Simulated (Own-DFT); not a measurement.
Hf$_{36}$O$_{71}$ (tetragonal hafnia with one neutral oxygen vacancy, atoms displaced) (calculated)

All values are calculated (Own-DFT development build). A calculation, not a measurement: plane-wave PBE and HSE06 DFT by an unreviewed code, no spin, of a simulated cell at Gamma alone, so results move with cell size and shape, stress positive in tension, energies less offsets, not probed for a lower state with spin; hafnium file: forces about 75 meV/angstrom off all-electron values; oxygen file: force components 24 meV/angstrom off all-electron in a glass; k mesh not checked against a denser one; forces and stress are PBE's, HSE06 gives the energy alone, and its difference from PBE has offsets of its own; offsets are fitted by least squares, one for each functional and potential file, so energies compare only between cells with the same atoms and settings and are not formation energies; the far tail of each file's local potential was reset to the Coulomb form; each entry is a single point on an unrelaxed cell, so the pressure reflects the starting lattice, taken from the Materials Project, from which strain is counted, and rises with the displacements; printed positions are rounded, which can move forces by about a meV/angstrom; the program is a retired in-house code; no spin-orbit coupling.

Settings shared by all entries: first functional PBE; second functional HSE06; exact exchange share 0.25; screening 0.11 1/bohr; exchange divergence Gygi-Baldereschi; potential files PseudoDojo norm-conserving, scalar-relativistic, made for PBE, standard set; wave cutoff 48 hartree; occupations fixed; k mesh 1 x 1 x 1 centred on Gamma.

(1) Hf$_{36}$O$_{71}$ (tetragonal hafnia with one neutral oxygen vacancy, atoms displaced)

```
Hf36O71
1.0
     10.7800     0.0000     0.0000
      0.0000    10.7800     0.0000
      0.0000     0.0000    10.4493
Hf O Hf O Hf O Hf O Hf O Hf O Hf O Hf O Hf O Hf O Hf O Hf O Hf O Hf O Hf O Hf O Hf O Hf O
2 4 2 4 2 4 2 4 2 4 2 4 2 4 2 4 2 4 2 4 2 4 2 4 2 4 2 4 2 4 2 4 2 4 2 3
Direct
  0.00101 0.00300 0.00394
  0.16371 0.16324 0.25087
  0.00145 0.16838 0.14760
  0.16783 0.00018 0.34790
  0.99681 0.16780 0.40135
  0.16179 0.99654 0.09586
  0.99555 0.00460 0.49683
  0.16802 0.16439 0.74693
  0.99835 0.16611 0.65363
  0.16918 0.00411 0.84846
  0.99582 0.16591 0.90378
  0.16741 0.99760 0.59761
  0.99948 0.34455 0.99868
  0.16246 0.50276 0.24955
  0.99765 0.50256 0.15053
  0.17267 0.33814 0.34992
  0.00147 0.50203 0.40275
  0.16605 0.33127 0.09660
  0.99980 0.33438 0.50157
  0.16532 0.50056 0.74706
  0.99329 0.49797 0.65254
  0.16687 0.33513 0.84974
  0.00061 0.50353 0.90448
  0.16318 0.33448 0.59221
  0.00432 0.66701 0.99843
  0.16950 0.83799 0.25125
  0.99981 0.83707 0.15367
  0.16442 0.66874 0.35141
  0.00080 0.83545 0.39935
  0.16703 0.66713 0.09353
  0.99689 0.66845 0.50031
  0.16660 0.83497 0.75087
  0.99564 0.83089 0.64618
  0.16459 0.66629 0.85080
  0.00273 0.83170 0.90015
  0.16404 0.67365 0.59893
  0.33240 0.00340 0.99449
  0.50437 0.16884 0.25150
  0.33405 0.16914 0.15494
  0.50198 0.00346 0.34509
  0.33641 0.16646 0.40080
  0.49917 0.00408 0.09737
  0.33559 0.99536 0.50187
  0.50126 0.16301 0.74576
  0.33498 0.16365 0.65293
  0.49631 0.00175 0.85054
  0.33828 0.16854 0.90306
  0.49470 0.99263 0.59428
  0.33158 0.33109 0.99838
  0.50114 0.50523 0.24477
  0.33307 0.49687 0.14818
  0.49788 0.33001 0.34966
  0.33994 0.50316 0.40547
  0.49720 0.33188 0.09829
  0.32986 0.33379 0.50066
  0.49356 0.50073 0.75309
  0.33776 0.49696 0.65073
  0.50241 0.33569 0.84681
  0.33797 0.49981 0.90640
  0.49838 0.33774 0.59964
  0.32954 0.66896 0.99820
  0.50038 0.83550 0.24624
  0.33004 0.83155 0.14800
  0.50236 0.66795 0.34889
  0.33383 0.83354 0.39671
  0.50127 0.66584 0.09801
  0.34096 0.66765 0.49941
  0.49906 0.83134 0.74657
  0.33422 0.83107 0.64810
  0.49726 0.67243 0.84532
  0.32955 0.83341 0.90647
  0.49956 0.66827 0.59827
  0.66704 0.99902 0.99926
  0.83735 0.17154 0.24782
  0.66481 0.16051 0.15085
  0.83215 0.99684 0.34710
  0.66763 0.16890 0.39994
  0.83288 0.99848 0.09861
  0.66702 0.00240 0.50401
  0.83041 0.16548 0.74760
  0.66675 0.16092 0.65213
  0.82880 0.99977 0.85253
  0.66329 0.16777 0.90200
  0.82898 0.00023 0.59565
  0.66449 0.33598 0.00457
  0.83812 0.50609 0.25342
  0.66562 0.50169 0.15080
  0.83386 0.33293 0.34628
  0.67196 0.49276 0.40655
  0.83450 0.33323 0.09551
  0.65889 0.33022 0.49949
  0.83265 0.49682 0.74946
  0.66442 0.50095 0.65239
  0.83441 0.33364 0.84468
  0.66236 0.50081 0.90040
  0.83988 0.33378 0.60065
  0.66687 0.66066 0.99876
  0.83501 0.83164 0.25346
  0.66810 0.83415 0.15494
  0.83414 0.66521 0.34914
  0.66819 0.83881 0.40529
  0.83208 0.66253 0.09621
  0.66582 0.66615 0.50158
  0.83227 0.83095 0.75215
  0.66391 0.83280 0.65197
  0.66030 0.83198 0.90249
  0.83315 0.66591 0.59788
```

```
PBE energy of cell above offsets : -100.630 eV
HSE06 less PBE above offsets     : -0.132 eV
PBE pressure                     : 0.8 GPa
PBE stress xx                    : -0.91 GPa
PBE stress yy                    : -0.23 GPa
PBE stress zz                    : -1.25 GPa
PBE stress yz                    : 0.09 GPa
PBE stress xz                    : 0.14 GPa
PBE stress xy                    : 0.04 GPa
```

Force:
```tsv
element	x (eV/Å)	y (eV/Å)	z (eV/Å)
Hf	-1.381	-0.034	-0.591
Hf	1.35	1.195	-0.394
O	-0.132	-0.283	0.798
O	-0.249	0.313	0.127
O	0.385	0.169	-0.323
O	1.371	0.407	0.558
Hf	0.108	-1.198	0.4
Hf	-0.643	0.338	0.51
O	0.577	-0.365	-0.331
O	0.082	-0.33	-0.28
O	0.312	0.608	-0.138
O	-0.445	0.192	0.082
Hf	0.181	-2.514	0.104
Hf	1.222	-0.065	0.258
O	0.649	-0.205	0.056
O	-0.41	-0.553	-0.565
O	-0.212	-0.366	-0.317
O	-0.502	0.411	0.026
Hf	-0.841	0.216	-0.56
Hf	0.001	0.286	0.008
O	1.714	0.254	0.095
O	-0.023	-0.003	-0.904
O	-0.288	0.295	-0.973
O	0.553	0.015	1.213
Hf	-0.915	1.028	0.231
Hf	-0.553	-0.8	-0.162
O	0.077	-0.585	-0.028
O	0.107	-0.303	-0.877
O	-0.249	-0.065	0.412
O	-0.185	-0.299	0.852
Hf	0.929	0.849	0.152
Hf	-0.612	-0.38	-0.655
O	0.159	0.431	1.01
O	0.405	-0.353	-0.654
O	-0.347	0.417	-0.164
O	0.579	-0.816	0.113
Hf	0.593	-0.155	1.189
Hf	-0.98	-0.411	-0.402
O	-0.839	-0.344	-0.204
O	-0.103	-0.827	0.257
O	-0.532	-0.291	0.997
O	-0.404	-0.707	-0.316
Hf	-0.851	0.786	-1.28
Hf	-0.104	0.911	1.604
O	-0.403	0.283	-0.165
O	-0.076	-0.544	-0.915
O	-0.418	-0.058	-0.602
O	1.311	0.571	0.793
Hf	0.184	0.388	0.879
Hf	-1.006	-0.882	0.517
O	-0.298	0.425	0.963
O	0.459	1.29	0.004
O	-0.171	-0.191	-0.203
O	0.731	0.214	-0.05
Hf	0.828	-0.132	-1.249
Hf	1.445	-0.217	0.221
O	-1.934	0.324	0.206
O	-0.176	-0.705	-0.202
O	-0.231	0.275	-0.903
O	-0.022	-0.729	-0.081
Hf	0.908	-0.35	0.45
Hf	0.035	0.622	0
O	0.687	0.073	0.404
O	0.295	0.085	-0.05
O	0.172	-0.09	0.28
O	-0.572	-0.041	0.023
Hf	-1.507	0.165	-0.364
Hf	0.375	0.552	0.707
O	-0.487	0.084	0.512
O	-0.301	-0.96	0.191
O	-0.264	0.411	-1.102
O	0.424	0.03	0.071
Hf	0.098	0.319	0.349
Hf	-0.849	-0.879	-0.269
O	1.122	0.76	0.118
O	0.412	1.126	0.174
O	0.066	-0.437	0.399
O	0.258	0.134	-0.05
Hf	-0.469	-0.308	-1.464
Hf	0.805	0.099	1.312
O	-0.625	0.23	-0.538
O	0.027	-0.396	-1.007
O	0.152	0.232	-0.031
O	1.016	0.244	0.468
Hf	-0.323	-0.83	-0.748
Hf	-1.138	-1.333	-0.281
O	0.595	-0.268	0.259
O	0.458	0.479	-0.21
O	-0.268	1.323	-0.481
O	-0.308	0.014	0.224
Hf	0.795	0.636	0.133
Hf	-1.18	0.617	-0.171
O	0.164	0.085	0.334
O	-0.07	0.062	0.337
O	0.582	-0.155	0.222
O	-1.679	-0.415	-0.44
Hf	0.006	1.16	0.02
Hf	-0.177	1.023	-0.717
O	-0.142	-0.111	0.022
O	-0.158	0.456	0.373
O	-0.069	-1.165	0.15
O	0.471	0.105	-0.381
Hf	0.13	-0.127	-0.075
Hf	0.035	-0.198	0.193
O	0.604	-0.009	0.196
O	0.646	-0.366	0.03
O	-0.534	0.131	0.284
```

(2) Hf$_{36}$O$_{71}$ (tetragonal hafnia with one neutral oxygen vacancy, atoms displaced)

```
Hf36O71
1.0
     10.7800     0.0000     0.0000
      0.0000    10.7800     0.0000
      0.0000     0.0000    10.4493
Hf O Hf O Hf O Hf O Hf O Hf O Hf O Hf O Hf O Hf O Hf O Hf O Hf O Hf O Hf O Hf O Hf O Hf O
2 4 2 4 2 4 2 4 2 4 2 4 2 4 2 4 2 4 2 4 2 4 2 4 2 4 2 3 2 4 2 4 2 4 2 4
Direct
  0.00149 0.00090 0.99791
  0.16176 0.16685 0.24780
  0.00080 0.16451 0.15502
  0.16156 0.00549 0.34492
  0.99153 0.16663 0.39812
  0.16601 0.99699 0.09998
  0.99950 0.99395 0.50724
  0.17258 0.16580 0.75204
  0.00203 0.16578 0.65080
  0.16838 0.99324 0.84649
  0.99362 0.17022 0.89775
  0.17372 0.00606 0.59333
  0.00442 0.33662 0.00646
  0.17577 0.49750 0.25241
  0.01096 0.49965 0.15438
  0.16850 0.33911 0.34979
  0.00227 0.49379 0.39360
  0.17507 0.33395 0.10248
  0.99629 0.33061 0.49669
  0.17622 0.50838 0.75311
  0.99624 0.49656 0.65351
  0.17076 0.33778 0.85603
  0.99734 0.49834 0.89880
  0.17119 0.33731 0.60098
  0.99666 0.67259 0.00148
  0.17179 0.83348 0.25866
  0.99891 0.83198 0.15690
  0.17014 0.67314 0.34076
  0.00437 0.83075 0.40881
  0.17045 0.66574 0.09938
  0.99270 0.66482 0.50199
  0.17207 0.84047 0.75164
  0.00763 0.83278 0.65253
  0.16645 0.66360 0.84869
  0.00311 0.83789 0.89338
  0.16497 0.67421 0.59781
  0.33637 0.99824 0.00098
  0.50428 0.16966 0.24620
  0.32688 0.17327 0.14095
  0.49820 0.00118 0.34501
  0.32563 0.17258 0.39269
  0.49600 0.99408 0.09842
  0.33955 0.00191 0.50027
  0.50627 0.16157 0.74532
  0.33494 0.16595 0.65162
  0.50570 0.99732 0.84825
  0.33236 0.16867 0.89997
  0.50622 0.99485 0.59021
  0.33834 0.33137 0.99582
  0.49950 0.50001 0.24854
  0.33515 0.49775 0.14907
  0.49474 0.33429 0.34862
  0.33505 0.49622 0.39916
  0.50058 0.33755 0.09768
  0.33440 0.33322 0.49306
  0.50205 0.49939 0.75037
  0.33153 0.49932 0.65337
  0.49557 0.33280 0.84117
  0.33199 0.51169 0.89715
  0.50707 0.33402 0.59196
  0.34050 0.66319 0.99758
  0.49421 0.83251 0.24331
  0.33365 0.83943 0.14691
  0.50662 0.65760 0.34084
  0.33888 0.83182 0.40004
  0.50052 0.65465 0.09349
  0.33955 0.66054 0.50256
  0.49891 0.83287 0.75291
  0.34250 0.83301 0.64332
  0.50939 0.66610 0.84804
  0.33131 0.83781 0.89440
  0.49977 0.66185 0.59073
  0.66415 0.00187 0.00335
  0.83876 0.16103 0.25304
  0.67246 0.16783 0.15471
  0.83405 0.00480 0.34642
  0.66062 0.16815 0.40725
  0.83026 0.99869 0.09524
  0.66300 0.99945 0.49946
  0.83099 0.16705 0.75597
  0.66623 0.16139 0.65157
  0.83518 0.99665 0.85861
  0.66088 0.17209 0.90388
  0.65801 0.33254 0.99954
  0.83352 0.50255 0.25198
  0.66011 0.50113 0.14446
  0.83520 0.33999 0.34703
  0.67024 0.50130 0.40419
  0.83865 0.33338 0.09944
  0.66281 0.31975 0.50704
  0.83609 0.48927 0.74878
  0.66524 0.50700 0.65090
  0.84060 0.32495 0.84926
  0.67024 0.49701 0.90230
  0.82835 0.33418 0.59524
  0.65942 0.66301 0.98534
  0.82257 0.82832 0.25161
  0.66807 0.83606 0.15303
  0.84349 0.66649 0.35477
  0.66239 0.83859 0.40582
  0.82573 0.67155 0.09256
  0.66059 0.66335 0.49990
  0.82600 0.83369 0.75496
  0.66775 0.82806 0.65465
  0.82508 0.67213 0.84433
  0.66224 0.83266 0.90027
  0.83803 0.67405 0.58595
```

```
PBE energy of cell above offsets : -97.043 eV
HSE06 less PBE above offsets     : 0.032 eV
PBE pressure                     : 2.08 GPa
PBE stress xx                    : -2.11 GPa
PBE stress yy                    : -1.85 GPa
PBE stress zz                    : -2.27 GPa
PBE stress yz                    : -0.79 GPa
PBE stress xz                    : 0.38 GPa
PBE stress xy                    : 0.01 GPa
```

Force:
```tsv
element	x (eV/Å)	y (eV/Å)	z (eV/Å)
Hf	-0.398	-0.223	0.39
Hf	1.412	0.577	0.394
O	-0.335	-0.04	-1.035
O	0.38	-0.776	0.631
O	0.439	-0.025	0.666
O	0.404	0.408	-0.894
Hf	-0.085	0.111	-0.452
Hf	-0.997	1.277	-0.242
O	-0.587	-0.372	0.406
O	-0.039	2.874	0.701
O	1.055	-0.966	0.864
O	-0.286	-0.391	0.562
Hf	0.195	0.611	-0.407
Hf	-1.399	1.157	-0.626
O	-1.597	0.166	-0.537
O	-0.133	-1.657	0.333
O	-0.105	0.952	1.274
O	-0.933	0.023	-0.442
Hf	0.891	0.679	0.096
Hf	-2.479	-1.48	-0.425
O	0.565	0.201	-0.298
O	0.322	-0.469	-0.667
O	-0.6	0.719	0.771
O	-0.387	-0.64	-0.535
Hf	1.092	-0.427	0.331
Hf	-1.433	0.599	-1.418
O	-0.402	-0.167	-0.174
O	0.498	-1.965	1.122
O	-0.07	0.95	-0.19
O	0.247	0.452	-1.152
Hf	2.382	-0.429	-0.978
Hf	-0.647	-2.76	-1.458
O	-1.378	1.237	0.262
O	-0.069	1.924	0.192
O	-0.053	-0.737	1.279
O	1.333	-1.004	-0.253
Hf	-1.847	0.595	0.194
Hf	-1.428	0.06	0.534
O	1.851	-0.677	0.671
O	-0.145	0.396	-0.496
O	0.792	-1.156	0.864
O	1.051	0.653	0.077
Hf	-0.973	0.001	-1.283
Hf	-1.634	0.367	0.821
O	1.354	-0.241	-0.242
O	-0.275	0.793	-0.331
O	0.279	-1.183	-0.366
O	-1.288	0.615	1.634
Hf	-2.097	0.246	0.529
Hf	0.619	-0.948	-0.523
O	0.622	0.236	-0.298
O	0.536	-0.657	-0.58
O	0.037	1.135	0.296
O	-0.111	-0.952	-0.098
Hf	-1.132	-0.496	0.54
Hf	0.013	-0.062	-0.946
O	1.975	0.421	-0.69
O	0.213	0.005	0.394
O	0.911	-1.976	-0.228
O	-2.232	-0.083	1.545
Hf	-2.717	1.182	1.027
Hf	0.513	0.208	1.181
O	0.347	-0.471	0.018
O	-0.361	2.286	0.642
O	0.214	0.073	-0.103
O	-0.152	1.326	0.205
Hf	-2.786	0.914	-0.777
Hf	0.479	0.185	-0.634
O	-0.481	0.176	0.725
O	-0.738	-0.062	-0.62
O	0.963	-1.09	0.344
O	-0.096	0.012	1.364
Hf	1.039	-0.667	-0.229
Hf	0.472	1.972	-0.366
O	-1.433	-0.168	-0.33
O	-0.43	-1.977	0.837
O	-0.098	-1.177	-1.114
O	0.433	0.288	0.354
Hf	2.426	-0.292	-0.529
Hf	2.06	-1.185	-0.401
O	0.548	-0.041	0.042
O	-0.922	0.889	-1.373
O	-0.112	-1.18	-0.558
Hf	2.555	1.119	1.232
Hf	0.437	-0.726	-0.541
O	1.229	-0.362	0.816
O	-0.322	-1.459	-0.001
O	-0.088	-0.783	-0.165
O	-1.112	0.312	-0.553
Hf	1.875	2.904	-2.05
Hf	0.481	0.841	0.327
O	0.283	0.02	0.744
O	-0.999	1.538	-0.321
O	-0.398	-1.009	-1.018
O	0.262	-0.222	1.121
Hf	1.801	0.053	1.835
Hf	2.349	0.426	0.111
O	-1.867	0.103	-0.319
O	-0.908	0.253	-1.575
O	0.267	-1.256	-0.603
O	0.525	-0.277	0.372
Hf	1.986	-0.118	-0.491
Hf	1.779	0.294	-0.919
O	-0.979	0.402	-0.149
O	0.31	-1.65	-0.052
O	-0.018	1.022	0.405
O	-2.503	-0.108	1.978
```
